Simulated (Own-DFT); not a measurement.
# Response to strain: wurtzite AlN, 72 atoms (Al36N36)

All numbers below are calculated, not measured. The program, named Own-DFT, is a retired in-house plane-wave density functional code that no person has reviewed. Each row is one single-point run on a periodic cell that was not relaxed, without spin or spin-orbit coupling.

Settings of every run: PBE; PseudoDojo norm-conserving scalar-relativistic files; cutoff 42 hartree; 4 x 4 x 3 k mesh centred on Gamma; Gaussian smearing of 0.01 eV.

Known limits: k mesh not checked against a denser one; stress not checked against mesh or cutoff.

Unstrained cell vectors in Å: (9.336, 0.000, 0.000); (-4.668, 8.085, 0.000); (0.000, 0.000, 9.964). The unstrained cell has measured lattice constants (interpolated for alloys), not those of this functional. That, the random moves and any unrelaxed bonds set the pressure at no strain. Each run strains this cell uniformly, with the atoms carried along. Every atom was also moved at random, by a Gaussian of width 0.05 Å on each axis. Strain is the symmetric tensor, in per cent. Stress is positive in tension, and the pressure is minus a third of its trace.

| run | e_xx (%) | e_yy (%) | e_zz (%) | e_yz (%) | e_xz (%) | e_xy (%) | s_xx (GPa) | s_yy (GPa) | s_zz (GPa) | s_yz (GPa) | s_xz (GPa) | s_xy (GPa) | P (GPa) | E (meV/atom) |
|---|---|---|---|---|---|---|---|---|---|---|---|---|---|---|
| 1 | -0.08 | 0.04 | 1.09 | -1.66 | 0.07 | 0.10 | -3.59 | -4.22 | -2.70 | -4.06 | 0.10 | 1.22 | 3.50 | 2.9 |
| 2 | -0.50 | 1.14 | -1.92 | 1.54 | -1.34 | 1.85 | -7.21 | -2.52 | -14.47 | 3.54 | -3.26 | 4.32 | 8.07 | 15.2 |
| 3 | 0.84 | 0.54 | -1.59 | -1.92 | 1.73 | -0.09 | -4.45 | -3.41 | -10.87 | -4.78 | 4.83 | -1.05 | 6.24 | 29.7 |
| 4 | 1.95 | -1.08 | -0.23 | 1.27 | -1.62 | 0.28 | 0.99 | -7.81 | -7.10 | 4.31 | -3.51 | 2.00 | 4.64 | 14.3 |
| 5 | 0.11 | 1.34 | 1.05 | -0.77 | 0.64 | 1.35 | -3.99 | 3.17 | -1.10 | -1.60 | 1.59 | 5.41 | 0.64 | 0.0 |
| 6 | 1.27 | 1.02 | -0.95 | -1.20 | -1.90 | 0.81 | 2.56 | -3.17 | -9.45 | -1.94 | -4.91 | 3.09 | 3.35 | 28.9 |
| 7 | -0.94 | -1.54 | -1.48 | 0.83 | -1.57 | 0.86 | -15.40 | -14.48 | -15.70 | 2.66 | -4.05 | 3.55 | 15.19 | 49.2 |
| 8 | -1.32 | 0.76 | 0.77 | 1.43 | -0.76 | -1.43 | -12.12 | -3.10 | -1.89 | 4.26 | -1.04 | -7.83 | 5.70 | 13.6 |
| 9 | -1.48 | 1.00 | 0.51 | 0.88 | -0.13 | 1.96 | -12.60 | -2.43 | -2.24 | 2.31 | -0.34 | 6.31 | 5.76 | 10.7 |
| 10 | 0.56 | -1.36 | 1.62 | -0.53 | -1.46 | -1.62 | -2.56 | -11.98 | 0.68 | -2.11 | -3.77 | -5.30 | 4.62 | 23.9 |
| 11 | -1.07 | 0.59 | 1.35 | 0.95 | 1.50 | 0.24 | -9.84 | -3.50 | 0.34 | 1.69 | 3.73 | 2.01 | 4.33 | 19.9 |
| 12 | -1.79 | 0.59 | -2.00 | 0.25 | -0.61 | -1.53 | -15.86 | -9.40 | -16.43 | 1.08 | -1.40 | -5.58 | 13.90 | 58.4 |
| 13 | 1.52 | 0.98 | -0.17 | 0.35 | 0.66 | 1.26 | 1.88 | -0.61 | -5.34 | 0.67 | 2.15 | 3.94 | 1.36 | 17.5 |
| 14 | -0.26 | -1.02 | 0.30 | 1.98 | -0.72 | 0.92 | -7.86 | -10.85 | -4.43 | 4.74 | -2.17 | 2.62 | 7.71 | 17.0 |
| 15 | 0.33 | 0.76 | -1.94 | 1.35 | -0.67 | -0.85 | -6.37 | -3.66 | -11.08 | 2.73 | -2.33 | -5.03 | 7.04 | 13.6 |
| 16 | 1.21 | 0.51 | -0.96 | 1.35 | 0.97 | 1.23 | -1.84 | -2.40 | -11.47 | 4.05 | 2.21 | 3.90 | 5.24 | 50.3 |
| 17 | 1.03 | -1.24 | -0.26 | 0.06 | 1.75 | -1.46 | -5.01 | -8.21 | -7.00 | -0.18 | 5.53 | -4.35 | 6.74 | 21.2 |
| 18 | -0.33 | -0.93 | -0.71 | 0.40 | 0.45 | 0.02 | ? | ? | ? | ? | ? | ? | ? | ? |

E is the free energy for each atom above the lowest run shown.

## Worked fit

Each stress component was fitted by least squares to a constant and the strains of the runs shown, as fractions, with shears doubled. Shear strains stay in the fit of a normal stress only where such slopes are resolved. The slopes, in GPa:

| stress | at no strain | per e_xx | per e_yy | per e_zz | scatter |
|---|---|---|---|---|---|
| s_xx | -6.4 | 487 ± 32 | 143 ± 37 | 105 ± 29 | 1.42 |
| s_yy | -5.8 | 129 ± 33 | 439 ± 38 | 96 ± 30 | 1.46 |
| s_zz | -6.0 | 43 ± 32 | 82 ± 36 | 447 ± 29 | 1.42 |

Each shear stress against twice its own strain: yz 122 ± 8, xz 131 ± 6, xy 191 ± 11 GPa. These are stiffnesses along x, y and z of the frame in which the cell vectors are given, which need not be the crystal's axes. The atoms are held to the strained lattice; where symmetry lets them move under strain, relaxing them would lower some slopes. The table should be nearly symmetric about its diagonal, and what it lacks of that shows the noise. A ninth of its sum, 219 ± 7 GPa, estimates the bulk modulus near the mean pressure of these runs, 6.1 GPa, so it lies above the value at zero pressure.

## Withheld run

Question: what normal stresses and pressure should run 18 give?

The fit gives s_xx = -10.1, s_yy = -11.0, s_zz = -10.1 and P = 10.4 GPa. The calculation gave -8.02, -9.65, -12.03 and P = 9.90 GPa.
